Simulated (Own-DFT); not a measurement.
# Energy and forces against displacement in monoclinic HfO2, 96 atoms (Hf32O64)

All numbers below are calculated, not measured. They come from Own-DFT, an in-house plane-wave density functional program, since retired, whose code no person has reviewed. Each row is one single-point run on a periodic cell that was not relaxed, without spin or spin-orbit coupling.

Settings of every run: PBEsol; PseudoDojo norm-conserving scalar-relativistic files, made for PBE; cutoff 72 hartree; 2 x 2 x 2 k mesh centred on Gamma; Fermi-Dirac smearing of 0.1 eV.

Known limits, some of them of some rows only: some atoms lie very close together; hafnium file: forces about 75 meV/angstrom off all-electron values; oxygen file: force components 24 meV/angstrom off all-electron in a glass; forces on such cells passed a denser k mesh, each cell not checked; stress not checked against mesh or cutoff.

Cell vectors in Å: (10.234, 0.000, 0.000); (0.000, 10.350, 0.000); (-1.696, 0.000, 10.445). In each run every atom was moved at random and independently from its ideal site; u is the rms move along one axis. E is the free energy for each atom above the fitted value at u = 0, and F the rms of the force components.

```
run,u (Å),E (meV/atom),F (eV/Å),largest force (eV/Å),P (GPa)
1,0.0199,11.2,0.447,1.83,-2.67
2,0.0210,10.0,0.429,1.52,-2.68
3,0.0498,60.6,1.070,3.98,-1.13
4,0.0532,68.2,1.097,4.37,-0.45
5,0.0772,?,?,?,?
6,0.0842,187.3,2.027,9.62,3.99
7,0.1124,310.4,2.956,19.11,7.39
```

## Worked fit

For small independent moves the energy grows as E = (3/2) K u², with K the mean stiffness felt by one atom. The runs with u up to 0.11 Å give K = 16.7 ± 0.7 eV/Å², with residuals divided by u² + 0.0006 Å², since the noise grows with the moves. The scatter is 4.2 meV/atom at u = 0.05 Å. The forces follow F = G u with G = 21.9 eV/Å²; no force at u = 0 is resolved. G exceeds K because the moves of its neighbours add to the force on an atom, and stiffness differs between atoms. The pressure follows P = -3.23 + 1000 u² GPa: at fixed volume, shortened bonds push harder than stretched ones pull.

## Withheld run

Question: what energy and rms force should run 5 give?

The fit gives 150 ± 11 meV/atom and about 1.69 eV/Å. The calculation gave 152.3 meV/atom and 1.720 eV/Å.
